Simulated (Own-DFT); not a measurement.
# Response to strain: wurtzite AlGaN with randomly placed atoms, 72 atoms (Al9Ga27N36)

These are calculations, not measurements. The program, named Own-DFT, is a retired in-house plane-wave density functional code that no person has reviewed. Each row is one single-point run on a periodic cell that was not relaxed, without spin or spin-orbit coupling.

Settings of every run: PBE; PseudoDojo norm-conserving scalar-relativistic files; cutoff 42 hartree; 4 x 4 x 3 k mesh centred on Gamma; Fermi-Dirac smearing of 0.1 eV.

Known limits: forces on such cells passed a denser k mesh, each cell not checked; stress not checked against mesh or cutoff.

Unstrained cell vectors in Å: (9.509, 0.000, 0.000); (-4.755, 8.235, 0.000); (0.000, 0.000, 10.268). The unstrained cell has measured lattice constants (interpolated for alloys), not those of this functional. That, the random moves and any unrelaxed bonds set the pressure at no strain. Each run strains this cell uniformly, with the atoms carried along. Every atom was also moved at random, by a Gaussian of width 0.05 Å on each axis. The random placing of the alloy's atoms differs from row to row. Strain is the symmetric tensor, in per cent. Stress is positive in tension, and the pressure is minus a third of its trace.

```
run,e_xx (%),e_yy (%),e_zz (%),s_xx (GPa),s_yy (GPa),s_zz (GPa),P (GPa),E (meV/atom)
1,2.50,2.50,0.00,2.94,4.56,-2.32,-1.73,8.9
2,0.50,0.50,0.00,-3.37,-3.41,-8.86,5.21,0.0
3,1.00,1.00,0.00,-2.74,-1.83,-5.78,3.45,4.6
4,1.50,1.50,0.00,-0.63,0.09,-5.34,1.96,7.6
5,-0.50,-0.50,0.00,-9.17,-8.88,-9.98,9.35,4.6
6,2.00,2.00,0.00,3.12,2.62,-6.14,0.13,10.5
7,-2.25,-2.25,0.00,-22.81,-19.61,-11.10,17.84,48.1
8,-1.25,-1.25,0.00,-14.43,-14.05,-10.28,12.92,27.3
9,-0.25,-0.25,0.00,?,?,?,?,?
```

E is the free energy for each atom above the lowest run shown.

## Worked fit

The change of volume is close to e_xx + e_yy + e_zz. A straight line through the runs shown gives P = 7.97 - 203 x (fractional change of volume) GPa, with an error of 7 on the slope and a scatter of 0.62 GPa. The strain isn't the same on all axes and the cell isn't cubic, so the slope belongs to this path and is not the bulk modulus.

## Withheld run

Question: what pressure should run 9 give? Its volume changes by -0.50 %.

The line gives 9.0 GPa. The calculation gave 8.72 GPa.
